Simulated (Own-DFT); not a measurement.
# A change of arrangement and its cost: In32P32, 64 atoms

Calculated results; nothing here was measured. The program, named Own-DFT, is a retired in-house plane-wave density functional code that no person has reviewed. Each row is one single-point run on a periodic cell that was not relaxed, without spin or spin-orbit coupling.

Settings of every run: PBE; PseudoDojo norm-conserving scalar-relativistic files; cutoff 36 hartree; 3 x 3 x 3 k mesh centred on Gamma; Fermi-Dirac smearing of 0.1 eV.

Known limits, some of them of some rows only: not probed for a lower state with spin; forces on such cells moved up to 12 meV/angstrom on a denser k mesh; stress not checked against mesh or cutoff.

All cells hold the same atoms in the same cell, with vectors in Å (11.737, 0.000, 0.000); (0.000, 11.737, 0.000); (0.000, 0.000, 11.737). Every atom was moved at random from its ideal site; u is the rms move along one axis. The defect's site can differ from row to row. E is the free energy of the cell above the lowest run. The arrangements:

- A: zincblende InP
- B: zincblende InP, with one In on a P site and one P on an In site, 2.5 Å apart

```
arrangement,u (Å),E (eV),P (GPa)
A,0.0200,0.000,3.20
A,0.0204,0.005,3.20
A,0.0225,0.080,3.22
A,0.0467,1.510,3.50
A,0.0485,1.844,3.55
A,0.0535,2.315,3.66
B,0.0294,4.450,3.64
B,0.0301,4.524,3.66
B,0.0325,4.703,3.69
B,0.0456,5.879,3.90
B,0.0478,5.629,3.85
B,0.0534,6.554,4.08
```

Question: once the cost of the random moves is taken out, how do the arrangements rank?

## Worked answer

Fit E = a + b u², with one b for all and one a for each arrangement, and with residuals divided by u², since the noise grows with the moves. Then b = 945 eV/Å², the scatter at u = 0.04 Å is 0.10 eV, and against A:

- B: 4.06 ± 0.04 eV (higher)

These are energies of unrelaxed cells. Relaxing the atoms lowers the strained arrangements most, so the gaps would shrink and small ones could change sign.
